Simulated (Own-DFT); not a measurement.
## Calculated data, Hf₃₆O₇₁ (tetragonal hafnia with one neutral oxygen vacancy, atoms displaced)

All values are calculated (Own-DFT development build). A calculation, not a measurement: plane-wave PBE and HSE06 DFT by an unreviewed code, no spin, of a simulated cell at Gamma alone, so results move with cell size and shape, stress positive in tension, energies less offsets, not probed for a lower state with spin; hafnium file: forces about 75 meV/angstrom off all-electron values; oxygen file: force components 24 meV/angstrom off all-electron in a glass; k mesh not checked against a denser one; forces and stress are PBE's, HSE06 gives the energy alone, and its difference from PBE has offsets of its own; offsets are fitted by least squares, one for each functional and potential file, so energies compare only between cells with the same atoms and settings and are not formation energies; the far tail of each file's local potential was reset to the Coulomb form; each entry is a single point on an unrelaxed cell, so the pressure reflects the starting lattice, taken from the Materials Project, from which strain is counted, and rises with the displacements; printed positions are rounded, which can move forces by about a meV/angstrom; the program is a retired in-house code; no spin-orbit coupling.

Common to all runs: first functional PBE; second functional HSE06; exact exchange share 0.25; screening 0.11 1/bohr; exchange divergence Gygi-Baldereschi; potential files PseudoDojo norm-conserving, scalar-relativistic, made for PBE, standard set; wave cutoff 48 hartree; occupations fixed; k mesh 1 x 1 x 1 centred on Gamma.

(1) 
```xyz
107
Lattice="10.7800 0.0000 0.0000 0.0000 10.7800 0.0000 0.0000 0.0000 10.4493" Properties=species:S:1:pos:R:3:force_x:R:1:force_y:R:1:force_z:R:1 formula=Hf36O71 PBE_energy_of_cell_above_offsets=-88.689 HSE06_less_PBE_above_offsets=0.544 PBE_pressure=4.86 PBE_stress_xx=-3.04 PBE_stress_yy=-6.34 PBE_stress_zz=-5.21 PBE_stress_yz=-0.17 PBE_stress_xz=0.77 PBE_stress_xy=-0.03
Hf     0.0422     0.1576    10.4136     -0.288     -5.319      1.527
Hf     1.7640     1.9009     2.5523      0.979     -1.481      0.492
O     10.6854     1.6972     1.5415      1.028      0.693      0.958
O      1.9332     0.0367     3.5706     -0.943      1.084     -0.097
O      0.1058     1.8082     4.2861      0.041     -1.177     -2.498
O      1.8910    10.6659     0.8752     -2.072      0.863      1.087
Hf    10.7594     0.0102     5.1040     -0.685      0.962      3.237
Hf     1.8517     1.6330     7.8804     -1.433      4.169     -3.875
O      0.0762     1.7376     6.7999     -2.077     -0.481      1.902
O      1.7656     0.0566     8.8451      1.029     -3.096      1.085
O      0.0419     1.7644     9.5373     -0.682      3.227      -2.35
O      1.6995     0.0488     6.2693      1.828     -1.013     -0.519
Hf    10.7758     3.5929     0.0667      3.185      0.375     -2.125
Hf     1.7064     5.3370     2.5488      1.974      1.647      1.367
O     10.7408     5.3440     1.6559      0.018      0.012     -0.651
O      1.8527     3.5362     3.5863     -0.715      1.728      0.151
O     10.7485     5.3679     4.2742       0.58      0.572     -0.836
O      1.8478     3.6317     0.9568     -0.992      0.219      0.901
Hf     0.0307     3.5510     5.1692     -0.467      0.739      2.531
Hf     1.7633     5.4404     7.8514     -0.203     -2.213     -0.541
O      0.0817     5.1765     6.7847     -0.991      1.739       1.31
O      1.7127     3.4357     8.9087      1.179      1.447     -0.614
O     10.7137     5.3387     9.4021      0.435      0.816       0.04
O      1.7433     3.4210     6.2801      2.262      0.785      -0.92
Hf     0.0181     7.2297    10.3691     -0.835      1.723      1.535
Hf     1.7871     9.0679     2.6558      2.195     -2.317     -1.074
O     10.6050     8.8673     1.4857      4.103      0.881       0.78
O      1.8747     7.2328     3.7661     -0.222     -1.023     -2.544
O      0.1438     9.0152     4.2747     -0.741     -0.377     -1.531
O      1.8239     7.2533     1.0514     -0.767     -1.167     -0.831
Hf    10.7163     7.2144     5.3211      2.064     -0.298     -2.539
Hf     1.7955     8.9146     7.7035     -1.752      1.456      0.801
O     10.7704     8.9904     6.8713     -0.082     -0.242     -0.776
O      1.7940     7.2308     8.8339      0.008     -1.244      0.387
O      0.0619     9.0743     9.4192      0.054     -1.073      0.193
O      1.7430     7.1088     6.1435      0.843      0.139      2.456
Hf     3.6133     0.0941    10.3871      0.341     -4.297      3.575
Hf     5.4947     1.8714     2.5764     -1.869      -2.74      1.182
O      3.5105     1.8952     1.5358      1.404     -0.687     -0.061
O      5.3920     0.0383     3.7034     -0.081       0.37      -1.89
O      3.5500     1.8158     4.2352     -0.026      0.193     -0.791
O      5.4554     0.0347     0.9760     -0.345     -0.016     -0.345
Hf     3.5042     0.0410     5.1887      1.737     -0.692      -0.72
Hf     5.4203     1.7524     7.7446      0.571     -0.291     -1.012
O      3.6636     1.7595     6.6717     -0.305       0.21      2.281
O      5.4969     0.0161     8.7980     -0.076     -0.048      1.246
O      3.7405     1.7308     9.4586      0.234      0.819     -3.439
O      5.4122     0.0353     6.3033     -0.203     -0.187     -0.178
Hf     3.6926     3.4412    10.3195     -1.862      3.388      1.582
Hf     5.2897     5.4201     2.6409      1.405      -0.55      0.367
O      3.7192     5.3354     1.6228     -3.542      0.577     -0.361
O      5.2949     3.5505     3.6091       1.09       0.39      0.369
O      3.6046     5.2823     4.2459      0.616      0.369     -0.482
O      5.3028     3.6413     0.9776       3.41     -1.113      0.245
Hf     3.6221     3.5114     5.3204     -1.787     -0.367     -0.853
Hf     5.2925     5.3611     7.7242      1.172      1.146      0.426
O      3.4941     5.3735     6.7750      1.084      -0.41       0.29
O      5.2965     3.7021     8.8097      0.326     -2.224     -0.033
O      3.7004     5.3990     9.4650     -1.346     -1.122     -1.068
O      5.5181     3.5002     6.2844     -3.379      0.793      0.757
Hf     3.5444     7.1810    10.3115     -0.183     -0.714      3.778
Hf     5.6010     8.9166     2.5660     -7.947      1.939       3.93
O      3.5845     9.0700     1.6425      1.135     -0.446      0.618
O      5.4583     7.1535     3.7584      0.028      0.154      -1.07
O      3.6138     9.0220     4.2112     -0.341     -0.689      0.897
O      5.3785     7.1408     1.1546      0.226      0.618     -1.864
Hf     3.6774     7.1018     5.0980     -1.854      2.047      0.307
Hf     5.3061     8.9970     7.9048       1.17      0.057     -2.852
O      3.5527     8.8339     6.8640      0.522      0.969     -0.055
O      5.1740     7.1689     8.7474      1.596      0.065      1.422
O      3.5831     8.9470     9.6071      0.742      2.675     -2.665
O      5.3549     7.3118     6.2167      1.726     -1.102      0.277
Hf     7.2021     0.0605    10.3852      0.518     -0.831     -0.055
Hf     8.9238     1.8010     2.5603      0.545      -0.48      1.751
O      7.2537     1.6404     1.4762     -0.203      1.932      0.499
O      8.9677     0.0390     3.6272      0.837      0.293     -0.182
O      7.1649     1.7057     4.1963      0.179       2.08     -0.825
O      8.9831    10.6834     0.9606     -0.576      0.309      0.804
Hf     7.3075    10.7252     5.2444     -1.147      1.168      1.622
Hf     8.9956     1.8489     7.9925      1.564     -1.799     -4.034
O      7.2779     1.8709     6.8039     -0.309     -0.962      1.051
O      9.0009     0.0130     8.9705     -0.383      1.225      -1.17
O      7.1652     1.9289     9.4569     -0.465     -2.889     -1.569
Hf     7.2076     3.5579    10.3820     -0.282      3.665      1.359
Hf     8.9096     5.3291     2.6437      1.563      1.159      0.867
O      7.2536     5.4627     1.6239     -1.591     -0.631     -0.487
O      9.0854     3.5313     3.7649     -1.176     -0.211     -2.574
O      7.1501     5.3350     4.2562      0.737      0.059     -0.778
O      9.0975     3.7071     0.9107       -4.2     -0.767      2.505
Hf     7.1253     3.5679     5.2896      4.161     -0.733     -0.751
Hf     9.0735     5.4022     7.8650     -0.643     -1.102     -0.957
O      7.2438     5.3507     6.7963     -0.636      0.642      0.231
O      8.9654     3.5129     8.9113      0.136      2.567      0.663
O      7.1846     5.3634     9.3520      0.001      1.026      0.884
O      9.0307     3.5653     6.2948     -0.556      0.297          0
Hf     7.0316     7.1935    10.3952      2.437     -0.775      0.988
Hf     9.1080     9.0267     2.5919      -1.75     -1.194      0.018
O      7.1572     8.9075     1.7195      5.104      0.155      -3.68
O      9.0932     7.2212     3.6763     -1.189     -0.383     -0.218
O      7.1620     9.0911     4.2778      0.124     -2.964     -0.981
O      9.0065     7.2721     1.0554     -1.452     -1.134     -1.523
Hf     7.2515     7.1511     5.1382     -0.842      0.913      1.611
Hf     8.9389     8.9553     7.9573      1.637      2.275     -2.336
O      7.2322     9.0224     6.9327     -0.996        0.3     -1.621
O      9.0432     7.2590     8.8450      0.532     -3.172      0.737
O      7.3474     8.9835     9.2304     -2.942     -0.781      4.402
O      9.0354     7.2723     6.2321     -1.984     -1.092      1.518
```

Units: PBE_energy_of_cell_above_offsets, HSE06_less_PBE_above_offsets in eV; PBE_pressure, PBE_stress_xx, PBE_stress_yy, PBE_stress_zz, PBE_stress_yz, PBE_stress_xz, PBE_stress_xy in GPa; force_x, force_y, force_z in eV/Å.

(2) 
```xyz
107
Lattice="10.7800 0.0000 0.0000 0.0000 10.7800 0.0000 0.0000 0.0000 10.4493" Properties=species:S:1:pos:R:3:force_x:R:1:force_y:R:1:force_z:R:1 formula=Hf36O71 PBE_energy_of_cell_above_offsets=-101.066 HSE06_less_PBE_above_offsets=-0.154 PBE_pressure=1.04 PBE_stress_xx=-0.66 PBE_stress_yy=-0.73 PBE_stress_zz=-1.73 PBE_stress_yz=0.69 PBE_stress_xz=0.24 PBE_stress_xy=0
Hf     0.0046    10.7556     0.0034     -0.303      0.642      0.132
Hf     1.8281     1.8012     2.6243     -0.274     -0.451     -0.313
O      0.0321     1.8836     1.5773     -0.575     -0.234      0.717
O      1.8016     0.0097     3.6136     -0.041     -0.168      0.372
O     10.7550     1.8166     4.2737      0.102      0.412     -0.857
O      1.7327    10.7651     1.0590      0.929      0.181     -0.695
Hf     0.0207     0.0178     5.1899     -0.525     -0.956      0.793
Hf     1.7825     1.8043     7.8361     -0.007      0.089      0.383
O     10.7593     1.7512     6.8487      1.032      0.472     -0.684
O      1.8179     0.0466     8.8591     -0.032     -0.806      0.364
O     10.7535     1.7733     9.4402      0.041      0.366      0.227
O      1.7786    10.7181     6.2682      0.302      0.365     -0.365
Hf    10.7453     3.6283    10.4435      1.334     -0.657       -0.7
Hf     1.7276     5.3861     2.5919      0.863      0.424      0.319
O     10.7118     5.3573     1.6133       0.98     -0.095     -0.349
O      1.8550     3.6105     3.6060     -0.465      -0.18      0.243
O     10.7403     5.4309     4.2023      0.482     -0.957      0.176
O      1.8612     3.5671     0.9966     -2.007       0.54      0.675
Hf    10.7688     3.5803     5.2394     -0.583      0.822      0.303
Hf     1.7827     5.3685     7.8576      0.515      0.316      0.188
O     10.7757     5.4493     6.8507      0.562     -0.522     -0.313
O      1.7864     3.5712     8.8798     -0.481      0.471     -0.527
O     10.7797     5.4686     9.4567      0.268     -1.677     -0.152
O      1.8322     3.5612     6.2078     -1.166       0.09      0.383
Hf    10.7442     7.2084    10.4262      0.147      0.224      0.361
Hf     1.8347     8.9018     2.5945     -0.628      1.329      0.616
O      0.0385     8.9638     1.6416     -0.807      0.028     -0.524
O      1.8149     7.2065     3.6203     -0.334     -1.113      0.218
O      0.0166     9.0352     4.2106     -0.045     -1.095     -0.068
O      1.7608     7.2132     1.0098      0.236     -0.212      0.051
Hf     0.0149     7.1983     5.2394     -0.226      0.853      0.063
Hf     1.7895     9.0004     7.8599     -0.321     -0.128     -0.914
O     10.7552     8.9865     6.7599      0.114       0.03      1.128
O      1.7786     7.1779     8.8346      0.212      0.299      0.084
O     10.7372     8.9831     9.4224      0.365      0.332     -0.235
O      1.7961     7.2354     6.2396      0.491      -0.13      0.034
Hf     3.5690     0.0241     0.0259     -0.089      0.516     -0.118
Hf     5.4327     1.8088     2.6337     -0.725     -0.141     -0.556
O      3.5682     1.7782     1.5913      0.795     -0.397     -0.049
O      5.4258    10.7621     3.6185       0.01      0.551      0.027
O      3.5733     1.7381     4.1556      0.252       1.24      0.366
O      5.4027    10.7372     1.0151     -0.269      0.456     -0.226
Hf     3.5861     0.0594     5.2292     -0.497     -1.348     -0.022
Hf     5.3857     1.7587     7.8524      0.238      1.199     -0.465
O      3.5462     1.7503     6.8277      0.862     -0.286     -0.489
O      5.2996     0.0140     8.8331      0.192     -0.776      0.172
O      3.6064     1.8518     9.4146     -0.054     -0.911      0.404
O      5.4360    10.7526     6.2015     -0.543      0.413      0.409
Hf     3.5658     3.5785     0.0639      1.221      0.371     -1.121
Hf     5.3996     5.4274     2.6060     -0.817     -0.559      -0.25
O      3.5627     5.4139     1.6371      0.135      0.038     -0.074
O      5.3851     3.5567     3.6433      0.131      0.808      0.073
O      3.5644     5.3934     4.1977      0.409      0.266      0.516
O      5.3665     3.5702     1.0571      0.646      0.038     -0.389
Hf     3.5663     3.6193     5.1944      0.852      0.085     -0.034
Hf     5.3825     5.3836     7.8639     -0.131      0.245      0.028
O      3.5920     5.3622     6.8230     -0.237      0.137     -0.029
O      5.3550     3.5845     8.7947      0.738     -0.139      0.478
O      3.6064     5.3448     9.4265      0.176      1.152      0.392
O      5.3930     3.5892     6.2437     -0.396     -0.139     -0.507
Hf     3.5844     7.2368     0.0226     -0.137      -1.38     -0.419
Hf     5.3953     8.9822     2.6346      0.128       0.24      0.116
O      3.5941     9.0045     1.6158      0.417     -0.207     -0.777
O      5.3805     7.1962     3.6171      0.164      -0.76      0.224
O      3.6274     8.9505     4.1768     -0.022      0.729      0.593
O      5.3729     7.1266     1.0297      0.372      0.315     -0.553
Hf     3.6285     7.2065     5.2702     -0.776     -0.245     -0.782
Hf     5.3510     9.0039     7.7785      0.914     -0.597      0.656
O      3.6013     9.0362     6.7874     -0.209     -0.372      0.408
O      3.5581     8.9853     9.4590      0.202      0.193     -0.301
O      5.3978     7.1621     6.2412      0.042      0.248      0.498
Hf     7.1762     0.0054     0.0004      0.436     -0.332      0.121
Hf     8.9891     1.8216     2.5799      0.811     -0.508      0.363
O      7.2058     1.8512     1.5788      0.177     -0.142     -0.031
O      9.0286    10.7514     3.6406     -0.533      1.014     -0.261
O      7.1600     1.7969     4.2038      0.183      0.283     -0.688
O      8.9938    10.7554     1.0507     -0.129      0.412     -0.351
Hf     7.1732     0.0465     5.1874       0.92      -1.21      0.406
Hf     9.0100     1.7415     7.7867     -0.462      0.464      0.743
O      7.2607     1.8410     6.8138      -1.74     -0.225     -0.318
O      8.9716     0.0135     8.8459     -0.195     -0.827      0.441
O      7.1498     1.7665     9.4035     -0.204      0.289      0.462
O      8.9429     0.0336     6.2691      0.467     -0.132     -0.612
Hf     7.2196     3.5815    10.4249     -0.546      0.182     -0.229
Hf     8.9682     5.3691     2.6300     -0.056       0.81      0.293
O      7.1969     5.3570     1.5905      0.015     -0.062      0.035
O      8.9742     3.6239     3.6713      0.022     -0.918      -0.48
O      7.2220     5.3910     4.2228      -0.47     -0.148      -0.66
O      9.0536     3.5994     1.0028     -1.918       -0.2      0.446
Hf     7.1467     3.6045     5.1999      0.433     -0.238      1.244
Hf     8.9637     5.4037     7.8082     -0.086      -0.42      0.077
O      7.1977     5.4023     6.7988     -0.577      0.012      0.088
O      8.9493     3.5897     8.8380       0.14       0.17      0.576
O      7.1671     5.4202     9.4154     -0.533     -0.176      0.257
O      8.9723     3.6211     6.2903      0.632      0.072     -0.964
Hf     7.1791     7.2170     0.0015      0.209     -0.466      0.144
Hf     8.9993     8.9725     2.6237      0.301      0.016     -0.018
O      7.1879     9.0184     1.6141      0.026     -0.408     -0.087
O      8.9838     7.1977     3.6508     -0.094      -0.27     -0.143
O      7.1386     8.9234     4.2281      0.201      0.936       0.09
O      9.0057     7.2084     1.0157     -0.682       0.08      0.244
Hf     7.1987     7.1437     5.2174       0.57      0.779      0.696
Hf     8.9759     8.9605     7.8595       0.41      0.018     -0.539
O      7.2237     8.9544     6.8716      -0.95     -0.036     -0.079
O      9.0114     7.1300     8.8906     -0.389      1.168     -0.062
O      7.1463     8.9733     9.4571     -0.176      0.246     -0.158
O      9.0045     7.1849     6.2835      -0.36     -0.127     -0.386
```

Units: PBE_energy_of_cell_above_offsets, HSE06_less_PBE_above_offsets in eV; PBE_pressure, PBE_stress_xx, PBE_stress_yy, PBE_stress_zz, PBE_stress_yz, PBE_stress_xz, PBE_stress_xy in GPa; force_x, force_y, force_z in eV/Å.
